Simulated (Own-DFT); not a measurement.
# Computed records: Si23GeO48 (quartz with substituted atoms, atoms displaced)

A calculation, not a measurement: plane-wave PBE and HSE06 DFT by an unreviewed code, no spin, of a simulated cell at Gamma alone, so results move with cell size and shape, stress positive in tension, energies less offsets, not probed for a lower state with spin; oxygen file: force components 24 meV/angstrom off all-electron in a glass; k mesh not checked against a denser one; forces and stress are PBE's, HSE06 gives the energy alone, and its difference from PBE has offsets of its own; offsets are fitted by least squares, one for each functional and potential file, so energies compare only between cells with the same atoms and settings and are not formation energies; the far tail of each file's local potential was reset to the Coulomb form; each entry is a single point on an unrelaxed cell, so the pressure reflects the starting lattice, mostly measured values (interpolated for alloys), from which strain is counted, and rises with the displacements; printed positions are rounded, which can move forces by about a meV/angstrom; the program, named Own-DFT, is a retired in-house code; no spin-orbit coupling. Program: Own-DFT development build.

Common to all runs: first functional PBE; second functional HSE06; exact exchange share 0.25; screening 0.11 1/bohr; exchange divergence Gygi-Baldereschi; potential files PseudoDojo norm-conserving, scalar-relativistic, made for PBE, standard set; wave cutoff 48 hartree; occupations fixed; k mesh 1 x 1 x 1 centred on Gamma.

(1) Si23GeO48 (quartz with substituted atoms, atoms displaced)

```xyz
72
Lattice="9.8268 0.0000 0.0000 -4.9134 8.5103 0.0000 0.0000 0.0000 10.8104" Properties=species:S:1:pos:R:3 Si23GeO48
Si     2.3658     0.0742     0.0272
Si     8.6286     1.9968     3.5805
Si     1.2915     2.2830     1.7784
O      1.4218     1.2334     0.7272
O      2.8121     2.4744     2.4892
O      3.2663     0.5847     4.3001
O     -1.0425     3.0194     4.7391
O      0.2839     1.7592     2.9956
O      0.8308     3.6557     1.1853
Si    -2.6814     8.4054     5.3946
Si     8.6296     1.9530     9.0982
Si     1.3394     2.2975     7.2856
O      1.4131     1.1033     5.9805
O      2.7999     2.4372     7.9243
O      3.2695     0.5616     9.5934
O     -1.0473     3.1188    10.2450
O      0.3030     1.7576     8.3830
O      0.7906     3.5547     6.6392
Si    -0.1430     4.1913    10.7535
Si     6.1796     6.2448     3.6247
Si    -1.1699     6.5182     1.8307
O     -1.0423     5.4402     0.6406
O      0.2330     6.7869     2.5032
O      0.7606     4.8963     4.2651
O     -3.5100     7.3358     4.6710
O     -2.1519     5.9375     3.0206
O     -1.6697     7.8999     1.1600
Si    -0.1314     4.2506     5.4071
Si     6.1422     6.2986     8.9822
Si    -1.1899     6.4763     7.1632
O     -1.0811     5.3322     6.0030
O      0.2272     6.6999     7.9201
O      0.7737     4.9284     9.7056
O     -3.5978     7.3677    10.1573
O     -2.1765     5.9676     8.3432
O     -1.6683     7.9001     6.5352
Si     2.2990     8.4914     0.0315
Si     3.7157     1.9066     3.5443
Si     6.2823     2.2236     1.7969
O      6.2913     1.0839     0.6672
O      7.6804     2.5382     2.3949
O      8.1221     0.5770     4.1616
O      3.8687     3.0533     4.7776
O      5.1576     1.7361     3.0214
O      5.7108     3.6497     1.1777
Si     7.2566     0.0020     5.3694
Si     3.7709     2.0719     8.9397
Si     6.2103     2.2505     7.2332
O      6.2621     1.1762     6.1223
O      7.6620     2.3948     7.8000
O      8.1237     0.6244     9.6063
O      3.7683     3.0756    10.1114
O      5.2687     1.7443     8.3903
O      5.7710     3.6483     6.5858
Si     4.7416     4.3431     0.0042
Si     1.3008     6.2661     3.6257
Si     3.7619     6.5284     1.7749
O      3.9195     5.4465     0.6513
O      5.2418     6.7004     2.4596
O      5.6878     4.8798     4.2991
O      1.4231     7.3749     4.7960
O      2.7617     6.0717     2.9353
O      3.2837     7.8743     1.1544
Si     4.7197     4.3230     5.3917
Ge     1.3570     6.2107     8.9597
Si     3.7425     6.4785     7.1570
O      3.7914     5.3515     5.9323
O      5.2087     6.7978     7.8522
O      5.7011     4.8714     9.5700
O      1.3854     7.3947    10.1531
O      2.7698     6.0222     8.3329
O      3.1741     7.9123     6.4989
```

The calculation gives: PBE energy of cell above offsets -16.304 eV; HSE06 less PBE above offsets -0.327 eV; PBE pressure 11.44 GPa; PBE stress xx -11.13 GPa; PBE stress yy -11.81 GPa; PBE stress zz -11.37 GPa; PBE stress yz -0.32 GPa; PBE stress xz -1.05 GPa; PBE stress xy 1.3 GPa.

Force:
| element | x (eV/Å) | y (eV/Å) | z (eV/Å) |
| --- | --- | --- | --- |
| Si | -1.74 | -1.409 | -1.946 |
| Si | 1.232 | -1.193 | -0.734 |
| Si | 0.87 | 2.025 | 6.232 |
| O | 0.763 | -4.853 | -4.824 |
| O | -4.791 | 1.77 | -4.327 |
| O | -0.84 | -1.487 | -0.098 |
| O | 0.524 | 2.832 | 2.505 |
| O | 1 | 0.106 | -1.398 |
| O | -0.961 | 1.763 | -1.311 |
| Si | 3.426 | 3.611 | 0.013 |
| Si | 1.699 | 3.752 | -4.558 |
| Si | 0.305 | -5.478 | -1.545 |
| O | -1.508 | 2.561 | 2.817 |
| O | -5.215 | 2.54 | -6.137 |
| O | 0.126 | 1.419 | -0.006 |
| O | -3.38 | -4.33 | -2.343 |
| O | -0.857 | -0.135 | 1.395 |
| O | -1.712 | 4.499 | -2.762 |
| Si | 2.073 | 5.548 | 4.842 |
| Si | 1.889 | -3.492 | -2.354 |
| Si | -1.233 | -1.098 | -0.054 |
| O | 0.392 | -1.491 | -0.762 |
| O | 2.021 | 0.228 | 0.905 |
| O | 0.933 | -0.294 | -0.461 |
| O | -1.716 | 0.935 | 2.119 |
| O | -0.03 | 0.417 | -0.634 |
| O | 0.095 | 0.163 | 0.769 |
| Si | 0.116 | -3.464 | 0.052 |
| Si | 3.823 | -1.121 | 1.071 |
| Si | -0.024 | 0.42 | 0.944 |
| O | -1.149 | 1.518 | 1.071 |
| O | -3.304 | 1.73 | -4.436 |
| O | -1.039 | -5.62 | 1.7 |
| O | 1.028 | 2.306 | 1.756 |
| O | -1.113 | 0.255 | 0.054 |
| O | 0.354 | -1.496 | 0.722 |
| Si | 0.94 | -0.61 | -1.477 |
| Si | 1.497 | 0.477 | 5.937 |
| Si | -4.988 | 0.833 | 0.964 |
| O | -0.619 | 0.877 | 0.378 |
| O | 1.518 | 0.231 | 0.598 |
| O | 0.219 | 0.314 | -0.61 |
| O | -0.118 | 0.689 | 0.06 |
| O | 5.203 | -0.142 | -3.305 |
| O | -0.511 | -0.227 | -0.886 |
| Si | -3.476 | 3.79 | -0.108 |
| Si | 5.429 | -5.991 | 4.796 |
| Si | -0.375 | 1.606 | -0.674 |
| O | 1.275 | -3.788 | -3.751 |
| O | 3.39 | 0.604 | 2.752 |
| O | -1.403 | -3.735 | 2.755 |
| O | 1.341 | 4.281 | 3.587 |
| O | -1.785 | -0.174 | 1.571 |
| O | -1.829 | 1.992 | -1.097 |
| Si | 2.72 | -5.374 | -2.232 |
| Si | -0.272 | 0.79 | -0.707 |
| Si | 1.562 | -0.007 | 2.633 |
| O | -2.27 | 0.905 | -0.335 |
| O | -1.837 | 0.781 | -1.77 |
| O | 1.04 | 0.565 | -1.302 |
| O | -1.391 | -1.464 | -0.812 |
| O | -0.775 | -0.599 | 0.526 |
| O | -0.419 | 2.009 | -0.882 |
| Si | 3.537 | -8.499 | -0.6 |
| Ge | -3.276 | 3.024 | 2.536 |
| Si | 0.859 | 1.795 | -1.375 |
| O | -3.802 | 5.441 | 3.875 |
| O | -3.04 | 0.586 | -3.14 |
| O | -1.369 | -1.01 | 1.288 |
| O | -0.006 | 1.463 | 1.999 |
| O | 7.554 | -1.703 | -3.199 |
| O | 3.42 | -3.166 | 3.736 |

(2) Si23GeO48 (quartz with substituted atoms, atoms displaced)

```xyz
72
Lattice="9.8268 0.0000 0.0000 -4.9134 8.5103 0.0000 0.0000 0.0000 10.8104" Properties=species:S:1:pos:R:3 Si23GeO48
Si    -2.6562     8.4773     0.0874
Si    -1.1594     2.0651     3.6382
Si     1.3749     2.2802     1.7905
O      1.2985     1.1560     0.6650
O      2.7095     2.4096     2.5261
O      3.2109     0.6507     4.2436
O     -1.0375     3.1591     4.7790
O      0.2778     1.7580     2.8772
O      0.7435     3.7328     1.1891
Si     2.3774     0.0049     5.4608
Si    -1.0866     1.9502     8.9512
Si     1.2360     2.1586     7.1837
O      1.4467     1.1447     6.0571
O      2.7502     2.5376     7.8119
O      3.1734     0.6500     9.6022
O     -1.1155     3.1399    10.1536
O      0.2519     1.7502     8.3322
O      0.8719     3.6455     6.5694
Si    -0.1156     4.2766    10.8029
Si     6.1852     6.1814     3.6455
Si    -1.2243     6.6225     1.8241
O     -1.0595     5.4286     0.6513
O      0.2839     6.7207     2.5585
O      0.8257     4.9402     4.2641
O     -3.5685     7.3639     4.7123
O     -2.1710     6.0782     2.9691
O     -1.6685     7.8972     1.2503
Si    -0.1686     4.2591     5.4290
Si    -3.6041     6.2862     9.1194
Si    -1.1037     6.5254     7.3187
O     -1.1184     5.4209     6.0537
O      0.2336     6.6760     7.8345
O      0.7393     4.8239     9.6681
O     -3.6093     7.3597    10.2023
O     -2.1139     6.0360     8.2341
O     -1.7110     7.8865     6.6450
Si     7.2002     0.0438    10.8033
Si     3.7480     1.9969     3.5278
Si     6.1662     2.3039     1.8124
O      6.2518     1.1291     0.5673
O      7.6482     2.5620     2.3756
O      8.1148     0.6439     4.1952
O      3.7987     3.0465     4.7188
O      5.1790     1.7493     3.0149
O      5.6787     3.6107     1.2130
Ge     7.2589     0.0103     5.4689
Si     3.7996     2.0039     8.8924
Si     6.1859     2.1748     7.2503
O      6.2477     1.1883     6.0096
O      7.7163     2.4628     7.8974
O      8.0912     0.6712     9.5692
O      3.9812     3.0933    10.1025
O      5.1843     1.8028     8.5004
O      5.6155     3.6367     6.5505
Si     4.7158     4.3147     0.0042
Si     1.3648     6.2629     3.5967
Si     3.7432     6.4700     1.8223
O      3.8263     5.3690     0.6472
O      5.1804     6.7303     2.4727
O      5.6986     4.8854     4.1945
O      1.3806     7.3480     4.7952
O      2.7332     6.0146     3.0307
O      3.3602     7.8647     1.1579
Si     4.8236     4.2081     5.3367
Si     1.3248     6.2525     8.9848
Si     3.7674     6.5220     7.2799
O      3.7598     5.4583     6.0355
O      5.1898     6.8330     7.8620
O      5.7454     4.8626     9.6252
O      1.3399     7.3976    10.1044
O      2.7171     6.0817     8.3543
O      3.1980     7.9051     6.5797
```

The calculation gives: PBE energy of cell above offsets -14.139 eV; HSE06 less PBE above offsets -0.235 eV; PBE pressure 12.04 GPa; PBE stress xx -15.08 GPa; PBE stress yy -10.21 GPa; PBE stress zz -10.83 GPa; PBE stress yz 1.4 GPa; PBE stress xz 1.33 GPa; PBE stress xy 1.21 GPa.

Force:
| element | x (eV/Å) | y (eV/Å) | z (eV/Å) |
| --- | --- | --- | --- |
| Si | 1.215 | 2.569 | -2.296 |
| Si | 0.119 | -1.373 | -3.356 |
| Si | -5.477 | 1.757 | -0.553 |
| O | 0.96 | -1.387 | -1.24 |
| O | -0.345 | 2.172 | -3.094 |
| O | 0.247 | -0.88 | 0.079 |
| O | -1.84 | -1.642 | -0.545 |
| O | -0.798 | 0.417 | 1.085 |
| O | 2.711 | -2.519 | 2.017 |
| Si | -1.298 | -2.114 | -2.815 |
| Si | -3.969 | 3.307 | 4.965 |
| Si | 2.875 | 4.738 | 0.657 |
| O | -1.083 | -1.425 | -1.534 |
| O | -0.842 | -0.429 | -0.407 |
| O | -1.005 | -1.225 | 1.773 |
| O | 0.765 | -0.814 | -0.537 |
| O | 4.315 | -1.688 | -1.11 |
| O | -1.216 | -0.555 | -0.276 |
| Si | -4.258 | -1.064 | 1.595 |
| Si | 2.281 | 5.897 | -2.802 |
| Si | 5.414 | -8.379 | 2.719 |
| O | -0.698 | 1.47 | 0.486 |
| O | -2.266 | 1.304 | -2.772 |
| O | -1.365 | -2.787 | 1.651 |
| O | 1.027 | 1.741 | 2.067 |
| O | -0.917 | -0.87 | 0.629 |
| O | -2.756 | 6.766 | -3.703 |
| Si | 3.307 | 3.674 | 0.881 |
| Si | 1.216 | -1.976 | -6.524 |
| Si | -3.362 | 0.571 | -10 |
| O | 0.424 | -0.158 | 0.168 |
| O | 9.053 | 1.262 | 3.719 |
| O | 3.502 | 3.195 | -3.994 |
| O | 0.598 | 2.43 | 2.952 |
| O | -8.501 | -2.429 | 8.176 |
| O | 1.048 | 0.326 | 0.44 |
| Si | 2.31 | -2.222 | -0.454 |
| Si | 0.715 | -1.976 | 5.055 |
| Si | 1.6 | -4.109 | 0.447 |
| O | -1.373 | 2.319 | 2.494 |
| O | 1.041 | -0.41 | 1.764 |
| O | 2.243 | 1.963 | -2.531 |
| O | 1.149 | 2.676 | 1.369 |
| O | 3.239 | -0.349 | -2.283 |
| O | -2.434 | 4.163 | -2.471 |
| Ge | -3.425 | 0.99 | -5.864 |
| Si | -8.31 | 0.683 | 4.337 |
| Si | 1.182 | 3.091 | 0.479 |
| O | -2.859 | 2.628 | 1.651 |
| O | -3.811 | 0.734 | -3.411 |
| O | -0.579 | -2.776 | 1.727 |
| O | -1.378 | 0.421 | 0.553 |
| O | 8.726 | -1.699 | -4.347 |
| O | 2.06 | -2.313 | 2.491 |
| Si | 3.831 | -3.933 | -1.373 |
| Si | -4.312 | 0.978 | 3.233 |
| Si | -0.063 | 0.722 | 1.31 |
| O | -2.168 | 1.721 | 0.906 |
| O | 0.481 | -0.47 | -0.069 |
| O | -1.278 | -5.065 | 1.651 |
| O | -1.766 | -1.521 | -0.898 |
| O | 5.307 | -0.803 | -3.17 |
| O | -2.218 | 1.722 | -2.12 |
| Si | -4.954 | 1.202 | 0.918 |
| Si | -3.444 | -1.233 | 1.516 |
| Si | 0.019 | 0.123 | -3.896 |
| O | 1.89 | -1.806 | -0.838 |
| O | 2.447 | -0.295 | 2.313 |
| O | -0.686 | -0.459 | 1.183 |
| O | 0.359 | 0.543 | 0.874 |
| O | 1.148 | -1.242 | 0.656 |
| O | 6.23 | -3.88 | 8.314 |

(3) Si23GeO48 (quartz with substituted atoms, atoms displaced)

```xyz
72
Lattice="9.8268 0.0000 0.0000 -4.9134 8.5103 0.0000 0.0000 0.0000 10.8104" Properties=species:S:1:pos:R:3 Si23GeO48
Si     2.3304     0.0021     0.0892
Si     8.6830     1.9012     3.6392
Si     1.3690     2.2108     1.8266
O      1.3366     1.1781     0.6236
O      2.7520     2.4390     2.3627
O      3.2866     0.5718     4.2155
O     -1.0709     3.1108     4.7331
O      0.3263     1.6756     2.9839
O      0.7619     3.6910     1.1173
Si     2.3324     0.0306     5.3988
Si     8.6726     1.9541     9.0732
Si     1.3352     2.1393     7.1748
O      1.3101     1.1601     5.9987
O      2.6952     2.5063     7.7999
O      3.2300     0.7236     9.5592
O     -0.9974     2.9921    10.0698
O      0.1712     1.7509     8.3989
O      0.7618     3.6809     6.5579
Si    -0.1665     4.2315    10.7926
Si    -3.5227     6.1954     3.5539
Si    -1.2355     6.4177     1.7705
O     -1.0928     5.4063     0.6037
O      0.3673     6.7061     2.4673
O      0.6886     4.9455     4.2273
O     -3.5112     7.3700     4.6227
O     -2.1807     6.1043     2.9343
O     -1.6370     7.8715     1.1578
Si    -0.2043     4.1798     5.3726
Si     6.1726     6.2134     9.0212
Ge    -1.1737     6.5561     7.2284
O     -1.0741     5.3781     6.0921
O      0.2638     6.8036     7.8862
O      0.7062     4.8847     9.6259
O     -3.4472     7.3874    10.2334
O     -2.2711     6.0799     8.3595
O     -1.5437     7.8765     6.4948
Si     2.3138     8.4971    10.7623
Si     3.7287     1.9876     3.5791
Si     6.1495     2.2146     1.8137
O      6.2498     1.1209     0.7301
O      7.6624     2.5510     2.4270
O      8.1301     0.5354     4.2532
O      3.9239     3.1521     4.7646
O      5.1778     1.7821     2.9958
O      5.6802     3.5984     1.0856
Si     7.0966     0.0019     5.3925
Si     3.8072     2.0113     9.0148
Si     6.1116     2.2581     7.2534
O      6.2619     1.1249     6.0305
O      7.6798     2.4323     7.7789
O      8.1421     0.6308     9.7013
O      3.7384     3.1636    10.1266
O      5.1752     1.7564     8.3612
O      5.6698     3.6406     6.6036
Si     4.8058     4.2563    10.8020
Si     1.2577     6.2591     3.5625
Si     3.7776     6.6188     1.7702
O      3.8404     5.4142     0.6379
O      5.1671     6.8598     2.3761
O      5.6669     4.8371     4.2896
O      1.3347     7.3204     4.7754
O      2.7335     6.0463     2.8982
O      3.2422     7.8584     1.1405
Si     4.7683     4.3652     5.4393
Si     1.2498     6.3061     9.0273
Si     3.8258     6.5154     7.2276
O      3.8497     5.4303     6.0247
O      5.2362     6.7808     7.9443
O      5.6811     4.8770     9.6914
O      1.3285     7.3909    10.0917
O      2.7486     5.9638     8.3512
O      3.2812     7.8859     6.5702
```

Results for Si23GeO48 (quartz with substituted atoms, atoms displaced): PBE energy of cell above offsets -14.679 eV; HSE06 less PBE above offsets -0.329 eV; PBE pressure 12.4 GPa; PBE stress xx -12.73 GPa; PBE stress yy -11.73 GPa; PBE stress zz -12.73 GPa; PBE stress yz -0.97 GPa; PBE stress xz 1.69 GPa; PBE stress xy -0.43 GPa.

Force:
| element | x (eV/Å) | y (eV/Å) | z (eV/Å) |
| --- | --- | --- | --- |
| Si | 0.08 | 2.26 | -3.546 |
| Si | -0.982 | 1.6 | -1.796 |
| Si | -6.509 | 2.166 | -1.996 |
| O | 0.567 | -1.256 | -0.71 |
| O | 4.294 | 0.862 | 2.158 |
| O | -0.25 | 0.677 | -0.081 |
| O | -2.411 | -3.245 | -1.72 |
| O | 0.379 | 0.283 | -0.212 |
| O | 1.758 | -2.758 | 2.694 |
| Si | -0.472 | -2.167 | -0.766 |
| Si | -4.025 | -2.291 | -6.945 |
| Si | -5.004 | 5.218 | 3.089 |
| O | 0.672 | -3.331 | -2.754 |
| O | 3.491 | -0.25 | 1.729 |
| O | -2.428 | -5.052 | 3.872 |
| O | 0.326 | 7.594 | 7.304 |
| O | 6.899 | -1.194 | -4.307 |
| O | 1.076 | -2.765 | 0.809 |
| Si | -0.464 | -0.827 | -1.447 |
| Si | -8.534 | 0.844 | 1.727 |
| Si | 5.467 | 3.276 | -0.146 |
| O | -0.823 | -1.414 | -1.15 |
| O | -7.039 | 1.8 | -6.173 |
| O | -0.43 | -2.095 | 0.529 |
| O | 0.74 | 1.865 | 2.439 |
| O | 3.302 | -2.239 | -0.479 |
| O | 1.138 | -0.164 | 1.377 |
| Si | 2.645 | 4.395 | 2.422 |
| Si | 1.223 | 2.036 | 3.695 |
| Ge | -0.3 | -5.185 | 1.302 |
| O | -0.338 | -3.471 | -3.456 |
| O | 4.896 | 1.354 | 1.987 |
| O | 0.436 | 0.772 | -0.593 |
| O | -1.53 | -2.167 | -1.442 |
| O | 0.187 | -1.827 | 1.748 |
| O | -3.741 | 8.817 | -4.748 |
| Si | -2.12 | -0.294 | 3.169 |
| Si | 0.365 | 1.795 | 2.328 |
| Si | 2.161 | 2.389 | 1.418 |
| O | 0.798 | -3.236 | -3.039 |
| O | 0.142 | -1.041 | 0.975 |
| O | 0.041 | 0.266 | -0.382 |
| O | -1.599 | -1.576 | -1.151 |
| O | 0.828 | -0.544 | -0.385 |
| O | 1.489 | -1.211 | 2.135 |
| Si | 3.476 | -2.644 | 0.998 |
| Si | -3.765 | 3.628 | -1.054 |
| Si | 5.06 | 0.178 | -2.896 |
| O | -2.126 | 2.33 | 1.572 |
| O | -1.211 | -0.34 | 1.131 |
| O | 0.095 | -1.442 | -0.538 |
| O | 1.281 | 1 | 0.679 |
| O | 0.934 | -1.322 | 0.903 |
| O | -0.449 | 1.025 | -0.083 |
| Si | -5.066 | 0.292 | 0.515 |
| Si | 4.406 | -1.58 | 3.338 |
| Si | -1.196 | -6.532 | 1.348 |
| O | 0.459 | -0.201 | -0.177 |
| O | 5.051 | -0.887 | 2.945 |
| O | 3.48 | 2.821 | -3.815 |
| O | -0.388 | 0.509 | 0.417 |
| O | 0.254 | -0.045 | 0.495 |
| O | -2.537 | 5.287 | -3.175 |
| Si | 0.05 | -4.891 | 0.572 |
| Si | 1.66 | -4.267 | -3.048 |
| Si | -2.866 | 0.715 | 0.217 |
| O | -1.508 | 2.196 | 1.48 |
| O | -2.117 | 1.072 | -2.286 |
| O | 1.475 | -0.08 | -1.762 |
| O | 0.6 | 3.189 | 3.343 |
| O | -0.412 | 0.532 | 0.295 |
| O | -1.043 | 0.785 | -0.898 |
